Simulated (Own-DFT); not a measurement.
Simulation results for Hf36O71 (tetragonal hafnia with one neutral oxygen vacancy, atoms displaced)

Computed with Own-DFT development build. A calculation, not a measurement: plane-wave PBE and HSE06 DFT by an unreviewed code, no spin, of a simulated cell at Gamma alone, so results move with cell size and shape, stress positive in tension, energies less offsets, not probed for a lower state with spin; hafnium file: forces about 75 meV/angstrom off all-electron values; oxygen file: force components 24 meV/angstrom off all-electron in a glass; k mesh not checked against a denser one; forces and stress are PBE's, HSE06 gives the energy alone, and its difference from PBE has offsets of its own; offsets are fitted by least squares, one for each functional and potential file, so energies compare only between cells with the same atoms and settings and are not formation energies; the far tail of each file's local potential was reset to the Coulomb form; each entry is a single point on an unrelaxed cell, so the pressure reflects the starting lattice, taken from the Materials Project, from which strain is counted, and rises with the displacements; printed positions are rounded, which can move forces by about a meV/angstrom; the program is a retired in-house code; no spin-orbit coupling.

Settings shared by all entries: first functional PBE; second functional HSE06; exact exchange share 0.25; screening 0.11 1/bohr; exchange divergence Gygi-Baldereschi; potential files PseudoDojo norm-conserving, scalar-relativistic, made for PBE, standard set; wave cutoff 48 hartree; occupations fixed; k mesh 1 x 1 x 1 centred on Gamma.

(1) Hf36O71 (tetragonal hafnia with one neutral oxygen vacancy, atoms displaced)

```cif
# cell vector a (Å): 10.7800 0.0000 0.0000
# cell vector b (Å): 0.0000 10.7800 0.0000
# cell vector c (Å): 0.0000 0.0000 10.4493
data_Hf36O71
_symmetry_space_group_name_H-M 'P 1'
_symmetry_Int_Tables_number 1
_cell_length_a 10.7800
_cell_length_b 10.7800
_cell_length_c 10.4493
_cell_angle_alpha 90.000
_cell_angle_beta 90.000
_cell_angle_gamma 90.000
_cell_volume 1214.30
loop_
_atom_site_label
_atom_site_type_symbol
_atom_site_fract_x
_atom_site_fract_y
_atom_site_fract_z
_atom_site_occupancy
Hf1 Hf 0.00204 0.99856 0.00242 1
Hf2 Hf 0.16109 0.16442 0.25532 1
O1 O 0.99780 0.15755 0.14986 1
O2 O 0.16645 0.99879 0.34929 1
O3 O 0.00029 0.15891 0.40603 1
O4 O 0.16564 0.00455 0.09215 1
Hf3 Hf 0.99655 0.99534 0.49921 1
Hf4 Hf 0.16541 0.16939 0.74950 1
O5 O 0.00338 0.16747 0.66003 1
O6 O 0.17230 0.99712 0.84953 1
O7 O 0.99408 0.16700 0.90680 1
O8 O 0.15903 0.00020 0.59045 1
Hf5 Hf 0.00224 0.34001 0.99536 1
Hf6 Hf 0.16870 0.49560 0.24943 1
O9 O 0.99745 0.49784 0.14684 1
O10 O 0.15927 0.33489 0.34114 1
O11 O 0.99661 0.50298 0.39366 1
O12 O 0.16726 0.33048 0.09650 1
Hf7 Hf 0.99930 0.34053 0.48832 1
Hf8 Hf 0.17106 0.49755 0.74740 1
O13 O 0.00103 0.49615 0.64647 1
O14 O 0.16765 0.33224 0.83834 1
O15 O 0.99235 0.50107 0.90036 1
O16 O 0.16743 0.33112 0.60328 1
Hf9 Hf 0.00146 0.66599 0.00641 1
Hf10 Hf 0.16904 0.82940 0.25176 1
O17 O 0.00153 0.83041 0.15296 1
O18 O 0.16436 0.66721 0.35351 1
O19 O 0.99503 0.83574 0.40564 1
O20 O 0.17332 0.66647 0.09871 1
Hf11 Hf 0.00686 0.66318 0.50177 1
Hf12 Hf 0.16299 0.83470 0.74662 1
O21 O 0.00156 0.83021 0.65545 1
O22 O 0.15762 0.66424 0.84368 1
O23 O 0.00386 0.83464 0.89617 1
O24 O 0.16984 0.66686 0.59308 1
Hf13 Hf 0.32840 0.99142 0.99944 1
Hf14 Hf 0.50138 0.17831 0.25059 1
O25 O 0.32897 0.16034 0.15422 1
O26 O 0.49752 0.99123 0.34434 1
O27 O 0.33889 0.16234 0.40450 1
O28 O 0.50223 0.00247 0.09229 1
Hf15 Hf 0.33164 0.99394 0.50264 1
Hf16 Hf 0.49515 0.17225 0.75481 1
O29 O 0.32333 0.17133 0.65468 1
O30 O 0.33512 0.17143 0.89904 1
O31 O 0.50028 0.99441 0.59536 1
Hf17 Hf 0.33470 0.33237 0.99552 1
Hf18 Hf 0.49595 0.49861 0.25963 1
O32 O 0.32323 0.49826 0.15473 1
O33 O 0.50181 0.33632 0.34407 1
O34 O 0.33743 0.49216 0.39615 1
O35 O 0.49411 0.34137 0.09689 1
Hf19 Hf 0.34024 0.33199 0.49769 1
Hf20 Hf 0.49954 0.49858 0.75225 1
O36 O 0.33421 0.50307 0.65393 1
O37 O 0.50515 0.33938 0.84703 1
O38 O 0.32681 0.49924 0.90365 1
O39 O 0.50208 0.33291 0.59973 1
Hf21 Hf 0.33355 0.66824 0.01019 1
Hf22 Hf 0.49217 0.83455 0.25677 1
O40 O 0.32774 0.83774 0.15874 1
O41 O 0.50033 0.67032 0.34803 1
O42 O 0.33762 0.83367 0.39794 1
O43 O 0.49903 0.67365 0.09079 1
Hf23 Hf 0.34333 0.66522 0.49559 1
Hf24 Hf 0.49844 0.84020 0.74934 1
O44 O 0.34249 0.83301 0.64788 1
O45 O 0.49949 0.66352 0.85206 1
O46 O 0.33690 0.82632 0.89501 1
O47 O 0.50748 0.66815 0.59289 1
Hf25 Hf 0.66367 0.00228 0.00227 1
Hf26 Hf 0.83484 0.16075 0.25223 1
O48 O 0.66766 0.16007 0.15391 1
O49 O 0.83021 0.99979 0.35120 1
O50 O 0.66407 0.15785 0.40469 1
O51 O 0.83558 0.00907 0.09395 1
Hf27 Hf 0.66452 0.01151 0.49696 1
Hf28 Hf 0.83438 0.16490 0.74722 1
O52 O 0.66625 0.16692 0.65549 1
O53 O 0.83537 0.00301 0.84511 1
O54 O 0.66827 0.17040 0.89673 1
O55 O 0.83424 0.00312 0.60007 1
Hf29 Hf 0.66878 0.33032 0.99612 1
Hf30 Hf 0.82627 0.49511 0.24905 1
O56 O 0.66293 0.49368 0.15512 1
O57 O 0.83297 0.33591 0.35685 1
O58 O 0.66456 0.49635 0.40130 1
O59 O 0.83955 0.33037 0.10723 1
Hf31 Hf 0.66100 0.33660 0.50334 1
Hf32 Hf 0.83089 0.49512 0.74373 1
O60 O 0.66693 0.49532 0.65089 1
O61 O 0.83596 0.33147 0.85347 1
O62 O 0.66036 0.49741 0.90597 1
O63 O 0.82963 0.33371 0.60078 1
Hf33 Hf 0.67228 0.66185 0.00133 1
Hf34 Hf 0.83392 0.83323 0.24955 1
O64 O 0.66357 0.83346 0.15260 1
O65 O 0.83989 0.66112 0.34621 1
O66 O 0.65995 0.84206 0.40668 1
O67 O 0.84207 0.67016 0.09479 1
Hf35 Hf 0.67820 0.66871 0.49448 1
Hf36 Hf 0.83819 0.82958 0.74721 1
O68 O 0.67463 0.83247 0.65488 1
O69 O 0.83306 0.67893 0.84407 1
O70 O 0.66664 0.83899 0.90883 1
O71 O 0.83215 0.66771 0.59562 1
```

```
PBE energy of cell above offsets : -97.495 eV
HSE06 less PBE above offsets     : 0.043 eV
PBE pressure                     : 2.27 GPa
PBE stress xx                    : -1.8 GPa
PBE stress yy                    : -2.21 GPa
PBE stress zz                    : -2.79 GPa
PBE stress yz                    : 0.53 GPa
PBE stress xz                    : -0.25 GPa
PBE stress xy                    : -0.09 GPa
```

Force:
```csv
element,x (eV/Å),y (eV/Å),z (eV/Å)
Hf,-0.959,0.76,-1.487
Hf,0.172,-0.691,-1.626
O,0.663,0.4,1.537
O,0.302,-0.579,-0.541
O,-0.064,1.767,-0.615
O,0.217,-0.568,0.948
Hf,-0.635,0.604,0.786
Hf,-0.907,-0.849,0.393
O,-0.786,0.14,-0.782
O,0.169,0.368,-0.485
O,0.818,0.161,0.047
O,1.596,-0.644,0.967
Hf,-0.618,-1.151,0.564
Hf,-1.999,0.965,-0.64
O,0.671,0.378,0.453
O,0.065,-0.744,1.355
O,0.486,-0.312,0.573
O,0.009,0.145,-0.395
Hf,-0.067,-0.968,1.861
Hf,-0.672,0.646,0.231
O,-0.368,0.329,-0.172
O,-0.327,0.675,1.617
O,0.093,0.413,-0.258
O,0.304,0.71,-2.268
Hf,1.27,0.292,-2.067
Hf,-1.379,0.568,0.678
O,0.154,0.207,0.123
O,0.354,-0.441,-0.687
O,0.043,-1.331,-0.509
O,-1.72,0.342,0.853
Hf,-0.533,0.487,-0.345
Hf,0.709,-0.637,1.029
O,0.146,-0.209,-1.351
O,0.324,0.244,-0.137
O,0.215,-0.178,1.141
O,0.722,0.018,0.193
Hf,0.801,1.233,-0.528
Hf,-1.168,-3.426,-1.525
O,0.884,0.562,0.581
O,-0.107,3.055,0.383
O,0.147,1.215,0.167
O,-1.516,-0.207,-0.38
Hf,0.049,0.39,-0.086
Hf,0.117,-1.462,-0.321
O,2.553,-0.382,-0.724
O,0.776,-0.99,0.318
O,-0.37,0.711,0.607
Hf,-1.158,0.122,0.728
Hf,0.057,1.491,-2.381
O,2.446,0.408,-0.166
O,0.171,-0.629,1.672
O,-0.089,0.952,0.55
O,0.933,-0.86,0.428
Hf,-1.86,-1.255,1.564
Hf,0.189,2.386,0.162
O,0.66,-0.157,-0.856
O,-0.452,-1.086,0.455
O,0.163,0.208,0.04
O,-1.225,-0.089,-0.256
Hf,1.043,-0.699,-2.713
Hf,2.012,0.12,-1.556
O,0.627,-0.013,-1.576
O,-0.4,-1.465,0.026
O,-0.685,-0.825,0.535
O,0.358,-0.605,1.376
Hf,-0.153,0.405,1.159
Hf,1.813,-0.589,0.561
O,-1.915,0.019,-0.383
O,0.374,0.025,-1.202
O,0.095,0.666,1.034
O,-0.264,-0.558,-0.241
Hf,1.086,-0.468,-0.674
Hf,0.605,0.555,-0.963
O,-0.559,1.104,0.288
O,0.143,-0.44,-0.634
O,-0.55,4.495,-1.881
O,-0.498,-0.933,0.952
Hf,0.636,-3.99,2.713
Hf,0.568,-0.696,0.72
O,-1.04,0.128,-0.555
O,-0.04,-0.69,0.012
O,-1.022,-0.461,0.645
O,-0.075,0.324,-0.689
Hf,0.755,0.117,0.818
Hf,1.401,-0.461,-0.252
O,0.004,0.751,-0.152
O,-0.037,-0.964,-0.48
O,-0.238,0.727,-0.156
O,-1.115,0.189,-0.724
Hf,2.274,-0.717,0.439
Hf,1.157,0.141,0.922
O,-0.391,-0.02,0.007
O,-0.644,0.903,-0.469
O,1.055,0.197,-0.366
O,0.431,0.294,-0.434
Hf,-1.082,2.03,-0.717
Hf,-0.77,0.066,0.013
O,0.964,-0.224,0.903
O,-1.213,1.03,-0.23
O,0.844,-1.8,-0.353
O,-2.166,-0.306,0.736
Hf,-1.444,1.527,0.518
Hf,-1.098,2.663,0.434
O,-1.349,-0.231,0.197
O,-0.543,-3.506,1.042
O,-0.7,-0.718,-0.179
O,1.27,-0.604,0.119
```

(2) Hf36O71 (tetragonal hafnia with one neutral oxygen vacancy, atoms displaced)

```cif
# cell vector a (Å): 10.7800 0.0000 0.0000
# cell vector b (Å): 0.0000 10.7800 0.0000
# cell vector c (Å): 0.0000 0.0000 10.4493
data_Hf36O71
_symmetry_space_group_name_H-M 'P 1'
_symmetry_Int_Tables_number 1
_cell_length_a 10.7800
_cell_length_b 10.7800
_cell_length_c 10.4493
_cell_angle_alpha 90.000
_cell_angle_beta 90.000
_cell_angle_gamma 90.000
_cell_volume 1214.30
loop_
_atom_site_label
_atom_site_type_symbol
_atom_site_fract_x
_atom_site_fract_y
_atom_site_fract_z
_atom_site_occupancy
Hf1 Hf 0.99160 0.00745 0.01056 1
Hf2 Hf 0.15881 0.16645 0.25689 1
O1 O 0.00670 0.14990 0.14548 1
O2 O 0.15299 0.00801 0.33947 1
O3 O 0.00693 0.16042 0.40467 1
O4 O 0.17274 0.99190 0.08632 1
Hf3 Hf 0.99986 0.99071 0.48921 1
Hf4 Hf 0.16083 0.17386 0.74494 1
O5 O 0.99706 0.17302 0.64984 1
O6 O 0.16597 0.01132 0.83737 1
O7 O 0.98931 0.16167 0.90194 1
O8 O 0.16922 0.00265 0.59914 1
Hf5 Hf 0.99532 0.33375 0.00695 1
Hf6 Hf 0.16205 0.49560 0.24701 1
O9 O 0.99530 0.50355 0.15656 1
O10 O 0.16455 0.31796 0.34542 1
O11 O 0.00379 0.48942 0.39462 1
O12 O 0.16515 0.32748 0.09628 1
Hf7 Hf 0.98623 0.32882 0.49211 1
Hf8 Hf 0.17109 0.50153 0.75508 1
O13 O 0.99882 0.51351 0.66163 1
O14 O 0.16745 0.32904 0.85711 1
O15 O 0.99429 0.51204 0.89206 1
O16 O 0.16088 0.33002 0.58086 1
Hf9 Hf 0.99711 0.68147 0.00195 1
Hf10 Hf 0.16841 0.83548 0.25714 1
O17 O 0.98782 0.83166 0.14811 1
O18 O 0.15130 0.66080 0.34680 1
O19 O 0.99291 0.82562 0.39673 1
O20 O 0.17795 0.65320 0.09942 1
Hf11 Hf 0.99092 0.66241 0.50382 1
Hf12 Hf 0.16787 0.84891 0.73974 1
O21 O 0.99155 0.83592 0.65162 1
O22 O 0.17735 0.67479 0.84096 1
O23 O 0.99423 0.84011 0.89642 1
O24 O 0.16607 0.67041 0.60703 1
Hf13 Hf 0.32100 0.99314 0.01922 1
Hf14 Hf 0.50071 0.16005 0.24025 1
O25 O 0.33274 0.16404 0.13858 1
O26 O 0.50515 0.99342 0.34890 1
O27 O 0.32917 0.15690 0.40743 1
Hf15 Hf 0.34197 0.99519 0.49110 1
Hf16 Hf 0.51523 0.17286 0.75291 1
O28 O 0.33348 0.16777 0.65752 1
O29 O 0.51198 0.00594 0.84804 1
O30 O 0.32611 0.15988 0.90089 1
O31 O 0.52012 0.99630 0.59736 1
Hf17 Hf 0.34576 0.32749 0.99952 1
Hf18 Hf 0.49479 0.50200 0.24836 1
O32 O 0.33069 0.49996 0.14706 1
O33 O 0.50045 0.34567 0.34888 1
O34 O 0.34143 0.51579 0.39188 1
O35 O 0.49471 0.34630 0.10568 1
Hf19 Hf 0.33606 0.33378 0.50975 1
Hf20 Hf 0.50404 0.50724 0.74083 1
O36 O 0.33651 0.47587 0.63070 1
O37 O 0.49822 0.32970 0.85125 1
O38 O 0.33536 0.48160 0.90279 1
O39 O 0.51863 0.33222 0.59639 1
Hf21 Hf 0.33121 0.65614 0.00157 1
Hf22 Hf 0.49969 0.83230 0.25040 1
O40 O 0.33183 0.83574 0.14033 1
O41 O 0.48994 0.66928 0.34940 1
O42 O 0.34071 0.83571 0.41331 1
O43 O 0.49939 0.67624 0.09449 1
Hf23 Hf 0.34481 0.65930 0.50141 1
Hf24 Hf 0.49612 0.83472 0.73837 1
O44 O 0.32455 0.85230 0.64750 1
O45 O 0.49124 0.66921 0.85998 1
O46 O 0.33943 0.82714 0.89035 1
O47 O 0.50671 0.66742 0.59414 1
Hf25 Hf 0.65473 0.00772 0.98765 1
Hf26 Hf 0.83842 0.17112 0.25914 1
O48 O 0.66663 0.16803 0.15345 1
O49 O 0.85021 0.99954 0.34679 1
O50 O 0.67107 0.15642 0.41265 1
O51 O 0.82625 0.01353 0.08581 1
Hf27 Hf 0.66622 0.97954 0.50472 1
Hf28 Hf 0.83543 0.16801 0.73827 1
O52 O 0.67618 0.17908 0.65222 1
O53 O 0.81583 0.99466 0.85616 1
O54 O 0.66917 0.17935 0.89486 1
O55 O 0.81733 0.00348 0.58603 1
Hf29 Hf 0.66839 0.33984 0.00207 1
Hf30 Hf 0.83463 0.49349 0.25249 1
O56 O 0.67664 0.50090 0.14953 1
O57 O 0.84185 0.33769 0.36303 1
O58 O 0.68080 0.50860 0.39813 1
O59 O 0.82491 0.32863 0.10581 1
Hf31 Hf 0.67947 0.33891 0.49632 1
Hf32 Hf 0.83920 0.50462 0.75418 1
O60 O 0.66946 0.49085 0.65002 1
O61 O 0.83898 0.33916 0.85149 1
O62 O 0.65905 0.50546 0.90566 1
O63 O 0.84840 0.33545 0.59991 1
Hf33 Hf 0.65844 0.66647 0.99422 1
Hf34 Hf 0.85135 0.83578 0.24310 1
O64 O 0.66969 0.83842 0.14668 1
O65 O 0.83228 0.67241 0.35401 1
O66 O 0.65768 0.84036 0.40787 1
O67 O 0.83083 0.66532 0.09402 1
Hf35 Hf 0.65814 0.66398 0.51463 1
Hf36 Hf 0.83249 0.83207 0.74863 1
O68 O 0.66792 0.84006 0.65747 1
O69 O 0.83464 0.67182 0.85826 1
O70 O 0.66164 0.83653 0.88939 1
O71 O 0.84081 0.66442 0.61121 1
```

```
PBE stress zz : ?
```

Q: Hf36O71 (tetragonal hafnia with one neutral oxygen vacancy, atoms displaced) (entry 2): PBE stress zz?
A: -4.15 GPa

Further results for Hf36O71 (tetragonal hafnia with one neutral oxygen vacancy, atoms displaced) (entry 2):

```
PBE energy of cell above offsets : -86.537 eV
HSE06 less PBE above offsets     : 0.598 eV
PBE pressure                     : 4.99 GPa
PBE stress xx                    : -7.91 GPa
PBE stress yy                    : -2.93 GPa
PBE stress yz                    : -1.37 GPa
PBE stress xz                    : 2.36 GPa
PBE stress xy                    : 0.09 GPa
```

Force:
```csv
element,x (eV/Å),y (eV/Å),z (eV/Å)
Hf,-0.207,-0.257,-3.576
Hf,2.388,1.598,-2.504
O,-1.269,1.486,1.488
O,0.5,-4.539,1.079
O,-1.236,0.99,-0.964
O,-6.95,-0.768,3.835
Hf,-0.575,0.421,2.289
Hf,1.867,-0.598,0.738
O,-0.013,-0.775,-0.658
O,-0.521,-1.347,0.64
O,-0.03,1.184,0.412
O,-1.161,-0.19,-2.186
Hf,1.114,0.163,-2.285
Hf,0.45,-0.276,0.017
O,0.548,-0.76,-1.135
O,0.683,3.42,0.177
O,-0.159,1.469,0.993
O,-0.758,0.656,0.452
Hf,5.165,-0.336,0.677
Hf,-1.395,0.487,0.399
O,1.248,-0.638,-1.327
O,-1.222,1.313,-1.467
O,1.056,-0.92,2.164
O,0.236,0.479,1.323
Hf,-0.477,-1.513,-1.669
Hf,0.134,-1.692,-0.733
O,6.92,0.23,-2.618
O,0.844,1.7,-0.358
O,1.403,0.808,0.053
O,-3.254,1.209,0.511
Hf,1.89,-0.889,-0.477
Hf,-0.892,-0.377,1.926
O,1.121,0.606,-1.501
O,-0.105,-1.514,0.79
O,0.618,-0.184,1.08
O,1.178,-0.503,-1.907
Hf,7.073,1.34,-6.094
Hf,-0.362,-0.004,1.163
O,0.319,-0.425,2.23
O,-1.187,1.36,-1.121
O,0.477,1.229,-1.251
Hf,0.437,2.65,3.747
Hf,-1.636,-0.705,-0.608
O,1.207,0.988,-0.781
O,-0.196,-0.433,-0.58
O,0.956,0.555,0.832
O,-5.278,0.292,1.786
Hf,-2.615,-2.776,-0.784
Hf,0.34,-0.353,-0.677
O,0.489,-0.082,0.646
O,0.136,-1.325,0.286
O,-1.226,-2.346,0.167
O,2.326,-0.666,-0.141
Hf,0.445,-2.602,-1.791
Hf,-0.363,-2.519,2.694
O,0.543,3.268,2.894
O,0.299,1.744,-0.234
O,-0.321,3.454,-1.756
O,-1.916,0.189,0.052
Hf,0.957,0.964,-2.183
Hf,1.92,0.41,-1.579
O,-0.388,-0.43,2.591
O,1.114,0.064,0.51
O,-1.475,-2.477,-2.773
O,-0.366,-0.786,1.259
Hf,-3.823,0.869,-0.924
Hf,-0.709,2.271,4.035
O,3.289,-0.987,-0.644
O,0.798,-1.595,-3.325
O,-0.293,1.455,0.979
O,-3.672,-0.223,3.564
Hf,0.852,-1.368,0.18
Hf,-1.745,-2.183,-0.866
O,-0.358,0.14,0.26
O,-0.012,0.177,-1.25
O,0.697,1.895,-1.36
O,0.069,-0.25,1.985
Hf,0.09,4.891,-1.85
Hf,0.032,-0.794,2.77
O,-0.579,0.439,-0.077
O,0.903,1.072,-2.277
O,-0.177,-0.288,1.02
O,5.547,0.277,2.396
Hf,-1.007,-0.259,-0.346
Hf,-0.75,3.119,-0.065
O,-1.635,-0.151,0.263
O,-1.266,-1.682,-1.895
O,-0.755,-0.368,1.11
O,2.248,-0.251,0.856
Hf,-1.657,-1.909,0.45
Hf,0.935,0.352,1.271
O,-0.065,1.548,0.086
O,-0.387,-0.075,0.041
O,-0.132,-1.255,-1.489
O,-3.48,0.734,1.567
Hf,1.363,2.773,0.858
Hf,-7.855,-1.013,3.243
O,-0.638,0.331,0.904
O,0.68,-0.525,-0.457
O,-0.032,-5.957,-2.079
O,0.589,0.393,0.494
Hf,6.788,0.682,-4.525
Hf,-0.047,0.834,2.537
O,-0.23,-2.196,-1.309
O,-0.571,-0.332,-1.06
O,-0.706,-1.412,1.274
O,-3.134,0.103,-0.532
```
